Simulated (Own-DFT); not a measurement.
# Bulk modulus against bond length in tetrahedral crystals

Source: density functional calculations with Own-DFT, an unreviewed in-house program that is no longer used. Nothing was measured or relaxed, and spin and spin-orbit coupling are left out.

Known weak points (not all hold for every row): forces on such cells moved up to 12 meV/angstrom on a denser k mesh; forces not confirmed at this smearing and k mesh; k mesh not checked against a denser one; forces on such cells passed a denser k mesh, each cell not checked; stress not checked against mesh or cutoff.

All runs are PBE with PseudoDojo norm-conserving files; cutoff and k mesh are each material's own. Every cell starts from measured lattice constants and was given uniform random strains and small random moves of its atoms. Each triple is the change of volume in per cent, the rms move u in Å and the pressure in GPa.

- 2H SiC (C36Si36), 10.36 Å³/atom unstrained: (-3.01, 0.051, 13.02); (-2.35, 0.052, 12.03); (-1.87, 0.053, 10.06); (-0.06, 0.047, 5.61); (0.52, 0.048, 4.51); (1.53, 0.056, 2.42); (2.18, 0.052, 0.89)
- wurtzite AlN (Al36N36), 10.45 Å³/atom unstrained: withheld
- wurtzite GaN (Ga36N36), 11.42 Å³/atom unstrained: (-2.54, 0.052, 12.95); (-1.31, 0.052, 10.66); (-0.39, 0.045, 7.74); (-0.01, 0.043, 7.07); (1.00, 0.044, 5.03); (1.47, 0.049, 4.23); (1.97, 0.054, 3.66)
- diamond silicon (Si64), 20.02 Å³/atom unstrained: (-2.84, 0.050, 5.77); (-1.07, 0.050, 3.51); (-0.89, 0.047, 3.64); (0.00, 0.050, 2.83); (0.03, 0.050, 2.57); (0.53, 0.050, 2.22); (2.69, 0.050, 0.22)
- zincblende InP (In32P32), 25.27 Å³/atom unstrained: (-2.06, 0.045, 5.38); (-1.08, 0.048, 4.51); (-0.39, 0.051, 4.25); (-0.13, 0.053, 3.86); (-0.11, 0.044, 3.60); (0.25, 0.049, 3.47); (1.57, 0.043, 2.33)
- grey tin (Sn64), 34.15 Å³/atom unstrained: (-3.64, 0.053, 5.81); (-3.31, 0.054, 5.59); (-2.88, 0.048, 5.35); (-0.56, 0.047, 4.01); (0.18, 0.046, 3.68); (1.68, 0.050, 2.99); (1.80, 0.054, 2.89)

## Fit

Fit a line to each set against the fractional change of volume; B is minus its slope, and u is nearly the same within a set. To take it to zero pressure, assume that B rises by 4 GPa for each GPa: B0 = B - 4 x (mean pressure). The bond length of an ideal tetrahedral crystal with the unstrained volume v is d = (√3/4)(8 v)^(1/3). Cohen's empirical rule reads B0 = (1971 - 220 L) d^(-3.5) GPa, with L = 0 for group IV crystals and SiC and 1 for III-V compounds.

```
                material  L  d (Å)   B (GPa)  mean P (GPa)  B0 (GPa)  rule (GPa)
        2H SiC (C36Si36)  0  1.888   238 ± 7           6.9   211 ± 7         213
  wurtzite AlN (Al36N36)  1  1.893         ?             ?         ?         188
  wurtzite GaN (Ga36N36)  1  1.950  214 ± 11           7.3  185 ± 11         169
  diamond silicon (Si64)  0  2.352    99 ± 5           3.0    87 ± 5          99
zincblende InP (In32P32)  1  2.541    84 ± 5           3.9    68 ± 5          67
         grey tin (Sn64)  0  2.810    53 ± 1           4.3    36 ± 1          53
```

A line through ln[B0/(1971 - 220 L)] against ln d has a slope of -4.3 ± 0.4 and a scatter of 15 %. Against the rule, B0 stands at 99 % for 2H SiC, 109 % for wurtzite GaN, 88 % for diamond silicon, 102 % for zincblende InP, 68 % for grey tin. PBE tends to make silicon and heavier crystals too soft, and the rule itself is only a guide.

## Check

Q: what B0 does the fitted trend give for wurtzite AlN (Al36N36)?

Estimate: 201 GPa. Its own runs give B = 220 ± 5 GPa at a mean pressure of 7.7 GPa, so B0 = 189 GPa.
